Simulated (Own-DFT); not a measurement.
# Computed records: Al3GaN4 (wurtzite random alloy, atoms displaced)

A calculation, not a measurement: plane-wave density functional theory by an unreviewed code, no spin, of a simulated periodic cell, stress positive in tension, run twice, with PBE and with PBEsol, both on files made for PBE, so the change isn't that of files made for PBEsol, forces on such cells passed a denser k mesh, this cell's mesh not checked; the far tail of each file's local potential was reset to the Coulomb form; each entry is a single point on an unrelaxed cell, so the pressure reflects the starting lattice, mostly measured values (interpolated for alloys), from which strain is counted, and rises with the displacements; printed positions are rounded, which can move forces by about a meV/angstrom; the program, named Own-DFT, is a retired in-house code; no spin-orbit coupling; stress was not checked against mesh or cutoff. Program: Own-DFT development build.

Settings shared by all entries: functional PBE, then PBEsol; potential files PseudoDojo norm-conserving, scalar-relativistic, standard set; wave cutoff 42 hartree; occupations Fermi-Dirac; smearing width 0.1 eV; k mesh 4 x 4 x 3 centred on Gamma.

(1) Al3GaN4 (wurtzite random alloy, atoms displaced)

```xyz
72
Lattice="9.3938 0.0000 0.0000 -4.6969 8.1352 0.0000 0.0000 0.0000 10.0655" Properties=species:S:1:pos:R:3 Al3GaN4
Al     0.0321     1.7950     0.0083
Al     1.6026     0.8944     2.5035
N     -0.0491     1.8199     1.9119
N      1.5773     0.8976     4.4434
Ga     0.0423     1.8113     5.0131
Al     1.5275     0.8310     7.5384
N      0.0232     1.8217     6.9935
N      1.5660     0.8970     9.4858
Al    -1.5533     4.4908    10.0192
Ga     0.0190     3.6301     2.4769
N     -1.5440     4.5253     1.8853
N     -0.0295     3.5928     4.4229
Al    -1.5423     4.4904     5.0701
Al    -0.0038     3.6402     7.5304
N     -1.5639     4.6130     6.9286
N      0.0124     3.6510     9.4438
Ga    -3.1147     7.2211     0.0090
Ga    -1.6047     6.3231     2.5298
N     -3.1010     7.2678     1.9164
N     -1.5313     6.2763     4.4234
Al    -3.1100     7.1986     5.0415
Al    -1.5270     6.3232     7.5719
N     -3.1322     7.2658     6.9434
N     -1.5164     6.3086     9.4718
Ga     3.1493     1.8169     0.0222
Al     4.6944     0.8881     2.5387
N      3.0965     1.8364     1.9814
N      4.6734     0.9567     4.4416
Ga     3.1211     1.7807     5.0275
Al     4.7069     0.8624     7.5529
N      3.1288     1.7993     6.9408
N      4.6679     0.8940     9.4467
Al     1.5864     4.5354     0.0259
Al     3.1033     3.6272     2.5520
N      1.5577     4.4935     1.9552
N      3.1692     3.6202     4.4574
Ga     1.5690     4.4891     4.9988
Al     3.1211     3.6694     7.5197
N      1.5571     4.4676     6.9610
N      3.1296     3.6009     9.4492
Al    -0.0173     7.2750     0.0392
Ga     1.5562     6.3609     2.5050
N     -0.0044     7.1863     1.9087
N      1.4932     6.2956     4.3757
Al    -0.0096     7.2414     5.0719
Al     1.5273     6.3820     7.5597
N      0.0497     7.2109     6.9584
N      1.5652     6.2953     9.4812
Al     6.2785     1.8164     0.0173
Al     7.7674     0.8731     2.5086
N      6.2211     1.8771     1.9160
N      7.8248     0.8534     4.4521
Al     6.2085     1.8056     5.0486
Al     7.7882     0.8823     7.5318
N      6.2594     1.8063     6.9477
N      7.8173     0.8968     9.4076
Al     4.7837     4.5513     0.0089
Al     6.2845     3.6129     2.5626
N      4.7208     4.5348     1.9027
N      6.2332     3.6080     4.3964
Ga     4.6980     4.5260     5.0162
Al     6.2472     3.5935     7.5970
N      4.6682     4.4840     6.9464
N      6.2474     3.6049     9.4571
Al     3.1529     7.2685     0.0035
Al     4.7431     6.3101     2.5059
N      3.0901     7.2786     1.9480
N      4.6563     6.3210     4.4349
Al     3.1029     7.1829     5.0103
Al     4.7013     6.3524     7.5326
N      3.1669     7.2870     6.9660
N      4.6655     6.3489     9.4340
```

* PBE pressure: 5.23 GPa
* PBE stress xx: -4.49 GPa
* PBE stress yy: -5.65 GPa
* PBE stress zz: -5.55 GPa
* PBE stress yz: -0.21 GPa
* PBE stress xz: 0.29 GPa
* PBE stress xy: 0.74 GPa
* PBEsol pressure: 2.1 GPa
* PBEsol stress xx: -1.34 GPa
* PBEsol stress yy: -2.56 GPa
* PBEsol stress zz: -2.39 GPa
* PBEsol stress yz: -0.24 GPa
* PBEsol stress xz: 0.29 GPa
* PBEsol stress xy: 0.75 GPa
* rms change of force components from PBE to PBEsol: 0.068 eV/Å

Force:
```csv
force element,PBE force x (eV/Å),PBE force y (eV/Å),PBE force z (eV/Å),PBEsol force x (eV/Å),PBEsol force y (eV/Å),PBEsol force z (eV/Å)
Al,-0.671,0.584,-0.476,-0.677,0.595,-0.477
Al,-1.343,0.694,0.493,-1.347,0.709,0.486
N,0.51,-1.7,-0.309,0.51,-1.52,-0.238
N,-0.04,-1.721,-1.335,-0.037,-1.527,-1.21
Ga,-1.09,-0.6,0.833,-1.049,-0.578,0.814
Al,0.795,2.292,0.578,0.806,2.29,0.57
N,-0.841,-0.185,0.145,-0.84,-0.185,0.004
N,-0.51,0.172,-0.823,-0.353,0.079,-0.715
Al,0.252,0.312,0.684,0.237,0.315,0.683
Ga,-0.953,-0.489,0.653,-0.925,-0.465,0.65
N,-1.495,-0.473,-0.622,-1.338,-0.39,-0.505
N,-0.34,0.656,0.173,-0.174,0.55,0.113
Al,-0.61,0.057,-0.797,-0.625,0.054,-0.805
Al,0.068,-0.497,0.417,0.046,-0.49,0.397
N,-0.354,-1.823,0.597,-0.357,-1.819,0.605
N,0.03,-0.754,0.263,0.047,-0.754,0.26
Ga,0.025,-0.04,-0.525,0.041,-0.028,-0.505
Ga,0.953,-0.569,-0.17,0.956,-0.565,-0.167
N,-1.482,-0.095,0.646,-1.315,-0.199,0.523
N,-0.579,0.709,1.604,-0.573,0.701,1.413
Al,-0.335,0.221,-0.224,-0.333,0.209,-0.227
Al,-0.571,0.855,0.055,-0.582,0.881,0.053
N,0.469,-1.726,-0.188,0.476,-1.737,-0.187
N,-0.044,-0.124,-0.46,-0.177,-0.047,-0.392
Ga,-0.51,0.321,-0.02,-0.499,0.308,-0.025
Al,-0.279,0.377,-0.288,-0.285,0.367,-0.298
N,0.952,-0.402,0.133,0.963,-0.396,-0.019
N,1.35,-2.077,-0.598,1.163,-1.975,-0.53
Ga,-0.258,0.881,0.845,-0.251,0.871,0.842
Al,-0.676,1.182,-0.147,-0.676,1.182,-0.161
N,0.033,-0.343,1.299,0.025,-0.334,1.13
N,1.645,-0.318,0.169,1.487,-0.211,0.229
Al,-0.021,-0.547,-0.351,-0.033,-0.555,-0.331
Al,0.82,0.147,-0.271,0.829,0.156,-0.27
N,1.618,0.555,-1.266,1.424,0.618,-1.147
N,-0.858,-0.337,-1.484,-0.842,-0.327,-1.299
Ga,-0.321,0.127,0.718,-0.313,0.115,0.699
Al,-0.174,-1.647,0.737,-0.172,-1.661,0.709
N,-0.113,1.775,0.099,-0.119,1.783,-0.055
N,0.576,1.596,0.103,0.584,1.418,0.159
Al,0.595,-1.011,-0.56,0.585,-1.01,-0.558
Ga,-0.008,-1.092,-0.222,-0.03,-1.084,-0.198
N,-0.604,2.2,-0.36,-0.581,2.009,-0.225
N,0.685,1.339,1.984,0.686,1.164,1.832
Al,0.062,-0.146,-0.871,0.047,-0.135,-0.877
Al,1.905,-1.705,0.518,1.92,-1.712,0.504
N,-1.248,0.64,-0.406,-1.257,0.636,-0.403
N,0.033,1.282,-0.001,0.029,1.283,0.002
Al,-0.371,-0.34,-0.361,-0.379,-0.338,-0.364
Al,0.645,1.516,0.75,0.632,1.539,0.753
N,0.193,-1.443,-0.065,0.19,-1.436,-0.058
N,-1.238,0.262,-0.56,-1.098,0.343,-0.505
Al,1.217,0.124,-0.196,1.214,0.14,-0.189
Al,1.049,1.194,-0.203,1.046,1.204,-0.219
N,-0.245,0.082,0.108,-0.25,0.078,0.115
N,0.057,0.442,1.126,0.067,0.446,1.117
Al,-1.91,-0.317,-0.243,-1.899,-0.317,-0.24
Al,-0.002,0.659,-1.067,-0.003,0.676,-1.072
N,-0.16,-0.091,0.298,-0.161,-0.111,0.306
N,1.617,-0.452,0.91,1.457,-0.36,0.982
Ga,0.31,-0.093,0.661,0.291,-0.102,0.653
Al,-0.023,0.461,-1.165,-0.011,0.465,-1.182
N,1.036,1.094,0.948,1.044,1.095,0.779
N,0.753,0.032,0.144,0.753,0.023,0.156
Al,-0.813,-0.531,-0.101,-0.815,-0.531,-0.093
Al,-0.89,0.612,0.221,-0.889,0.603,0.216
N,1.936,-0.638,-1.299,1.774,-0.75,-1.229
N,0.941,1.088,-0.635,0.943,0.907,-0.575
Al,-0.239,0.589,0.365,-0.246,0.559,0.371
Al,-0.136,-0.6,-0.076,-0.121,-0.605,-0.096
N,-0.96,-1.593,-0.774,-0.957,-1.592,-0.77
N,0.186,-0.612,0.245,0.318,-0.53,0.295
```

(2) Al3GaN4 (wurtzite random alloy, atoms displaced)

```xyz
72
Lattice="9.3938 0.0000 0.0000 -4.6969 8.1352 0.0000 0.0000 0.0000 10.0655" Properties=species:S:1:pos:R:3 Al3GaN4
Al     0.0399     1.8301     0.0013
Ga     1.5913     0.8975     2.4928
N     -0.0321     1.8168     1.9270
N      1.5811     0.8777     4.4009
Al     0.0035     1.8402     5.0363
Al     1.5575     0.8611     7.6146
N     -0.0269     1.7859     6.9146
N      1.5607     0.9232     9.4797
Al    -1.6033     4.4941     0.0024
Al    -0.0250     3.6364     2.5015
N     -1.5397     4.5304     1.8936
N      0.0000     3.6043     4.4200
Ga    -1.5181     4.5581     5.0462
Al    -0.0340     3.5997     7.5416
N     -1.6008     4.5028     6.9782
N      0.0376     3.5606     9.4521
Al    -3.1133     7.2121     0.0138
Al    -1.5755     6.3788     2.5207
N     -3.1032     7.2366     1.9282
N     -1.5663     6.3519     4.4044
Al    -3.1483     7.2505     5.0500
Al    -1.5741     6.3580     7.5566
N     -3.1766     7.2199     6.9173
N     -1.5858     6.3326     9.5022
Al     3.1573     1.8495     0.0232
Al     4.6998     0.9296     2.5538
N      3.1724     1.7963     1.9753
N      4.6775     0.9085     4.4328
Al     3.1126     1.8490     4.9945
Ga     4.7211     0.8399     7.5314
N      3.1526     1.7776     6.9256
N      4.7078     0.9458     9.4027
Ga     1.5622     4.5156    10.0611
Ga     3.1565     3.6127     2.5032
N      1.5866     4.5133     1.8976
N      3.0658     3.5947     4.4567
Ga     1.5444     4.5415     4.9854
Al     3.1501     3.5948     7.5766
N      1.5748     4.5491     6.9796
N      3.1407     3.6170     9.4608
Al    -0.0058     7.2253    10.0536
Al     1.6208     6.3521     2.4689
N      0.0451     7.2434     1.8975
N      1.5909     6.2916     4.4070
Al     0.0518     7.2494     5.0392
Ga     1.5666     6.3467     7.5822
N     -0.0342     7.2176     6.9327
N      1.5535     6.2784     9.4784
Al     6.2478     1.8005     0.0229
Al     7.8424     0.9033     2.5094
N      6.3054     1.7856     1.9614
N      7.8407     0.8785     4.4019
Al     6.1854     1.7715     5.0587
Al     7.8354     0.8994     7.5208
N      6.2631     1.8145     6.9320
N      7.8469     0.9244     9.4786
Al     4.6769     4.5336     0.0353
Al     6.2647     3.6115     2.5745
N      4.6396     4.5244     1.9110
N      6.2246     3.6416     4.3910
Ga     4.6419     4.4928     5.0624
Al     6.2559     3.6114     7.5773
N      4.6949     4.4867     6.9213
N      6.2709     3.6363     9.4349
Ga     3.1076     7.1884     0.0204
Al     4.7166     6.3683     2.5032
N      3.1277     7.2044     1.9371
N      4.6970     6.3592     4.4531
Al     3.1217     7.2388     5.0264
Al     4.7124     6.3317     7.5898
N      3.1362     7.2286     6.9305
N      4.6896     6.3345     9.4928
```

* PBE pressure: 5.09 GPa
* PBE stress xx: -4.57 GPa
* PBE stress yy: -4.52 GPa
* PBE stress zz: -6.19 GPa
* PBE stress yz: 0.34 GPa
* PBE stress xz: 0.09 GPa
* PBE stress xy: -0.39 GPa
* PBEsol pressure: 1.97 GPa
* PBEsol stress xx: -1.49 GPa
* PBEsol stress yy: -1.39 GPa
* PBEsol stress zz: -3.03 GPa
* PBEsol stress yz: 0.35 GPa
* PBEsol stress xz: 0.08 GPa
* PBEsol stress xy: -0.39 GPa
* rms change of force components from PBE to PBEsol: 0.069 eV/Å

Force:
```csv
force element,PBE force x (eV/Å),PBE force y (eV/Å),PBE force z (eV/Å),PBEsol force x (eV/Å),PBEsol force y (eV/Å),PBEsol force z (eV/Å)
Al,-0.911,-0.689,0.433,-0.892,-0.706,0.446
Ga,-0.834,0.565,0.46,-0.812,0.553,0.468
N,0.265,0.413,-0.632,0.401,0.339,-0.574
N,-0.316,0.75,1.347,-0.318,0.751,1.161
Al,-0.026,-1.133,-0.543,-0.022,-1.132,-0.553
Al,0.166,0.9,-1.41,0.168,0.894,-1.406
N,0.736,0.288,0.574,0.743,0.282,0.578
N,0.75,-0.582,0.494,0.755,-0.58,0.509
Al,1.075,0.103,-0.088,1.094,0.11,-0.097
Al,0.645,-0.243,0.001,0.664,-0.241,0.001
N,-0.938,0.302,0.302,-0.945,0.31,0.307
N,-0.23,-0.593,-0.775,-0.223,-0.401,-0.658
Ga,-1.239,-0.4,-0.131,-1.212,-0.382,-0.125
Al,0.795,0.091,0.024,0.799,0.101,0.004
N,0.482,0.666,0.697,0.481,0.671,0.533
N,-1.672,0.693,-0.4,-1.522,0.795,-0.341
Al,-0.498,0.677,0.147,-0.51,0.698,0.147
Al,1.042,-0.867,-0.177,1.05,-0.868,-0.183
N,-0.52,-1.003,-1.017,-0.517,-0.807,-0.952
N,0.351,1.052,0.357,0.353,0.885,0.427
Al,0.183,-0.265,-0.604,0.192,-0.284,-0.606
Al,-0.531,-0.79,-0.022,-0.532,-0.787,-0.022
N,0.803,0.125,1.162,0.798,0.128,1.153
N,0.471,-0.215,-0.797,0.47,-0.23,-0.788
Al,-0.128,-0.679,-0.223,-0.149,-0.679,-0.215
Al,0.847,-0.8,-0.38,0.849,-0.803,-0.375
N,0.524,-0.243,-1.84,0.355,-0.149,-1.719
N,-0.13,-0.182,0.115,-0.15,-0.184,0.119
Al,-0.292,-1.336,0.889,-0.276,-1.346,0.874
Ga,-0.365,1.494,-0.315,-0.356,1.467,-0.298
N,-1.355,0.521,0.018,-1.207,0.429,0.066
N,-0.195,-0.783,2.357,-0.199,-0.789,2.147
Ga,-0.076,-0.797,0.131,-0.056,-0.778,0.132
Ga,-1.051,0.076,0.857,-1.035,0.087,0.836
N,-1.122,0.501,0.988,-0.968,0.414,0.866
N,0.816,-0.375,-0.62,0.799,-0.169,-0.669
Ga,-0.033,-0.454,1.477,-0.022,-0.426,1.441
Al,-0.428,-0.083,-0.75,-0.426,-0.076,-0.755
N,-0.359,-1.6,0,-0.357,-1.417,-0.085
N,0.96,-0.324,0.025,0.804,-0.229,0.083
Al,0.094,0.455,0.332,0.098,0.463,0.308
Al,-1.197,-0.91,0.769,-1.197,-0.927,0.762
N,-0.538,0.281,0.145,-0.536,0.283,0.149
N,-0.341,2.252,-0.556,-0.34,2.038,-0.499
Al,-0.786,-0.555,-0.672,-0.774,-0.565,-0.667
Ga,0.148,-0.375,-0.608,0.156,-0.379,-0.596
N,-0.168,-1.022,-0.588,-0.015,-0.902,-0.461
N,-0.999,1.629,0.238,-0.839,1.514,0.181
Al,0.674,0.21,-0.146,0.669,0.208,-0.147
Al,0.07,-0.324,0.311,0.078,-0.343,0.294
N,-1.033,0.647,-0.72,-1.029,0.648,-0.709
N,-0.567,0.642,0.61,-0.566,0.648,0.612
Al,1.649,0.996,-0.739,1.647,1,-0.739
Al,-0.276,-0.001,0.469,-0.296,-0.019,0.478
N,0.8,0.143,-0.035,0.656,0.059,0.034
N,-0.316,0.272,-0.508,-0.311,0.128,-0.454
Al,0.352,-0.295,-0.555,0.334,-0.292,-0.556
Al,0.078,0.262,-1.357,0.068,0.272,-1.382
N,2.505,0.917,-0.255,2.324,0.807,-0.169
N,0.523,-1.271,0.911,0.499,-1.122,1.046
Ga,0.463,0.818,-0.86,0.46,0.808,-0.828
Al,-0.341,-0.201,-0.812,-0.354,-0.208,-0.831
N,0.053,0.532,2.373,0.05,0.535,2.162
N,-0.741,-0.399,0.988,-0.749,-0.401,0.986
Ga,0.133,1.219,-0.141,0.138,1.179,-0.133
Al,-0.233,-0.702,0.859,-0.235,-0.706,0.852
N,0.919,0.831,0.38,0.923,0.839,0.207
N,-0.127,0.149,-0.816,-0.132,-0.003,-0.762
Al,0.431,-0.199,-0.085,0.416,-0.221,-0.075
Al,-0.697,-0.584,-0.8,-0.713,-0.592,-0.802
N,0.657,0.436,0.192,0.514,0.347,0.25
N,1.147,-0.635,-0.459,0.988,-0.545,-0.387
```
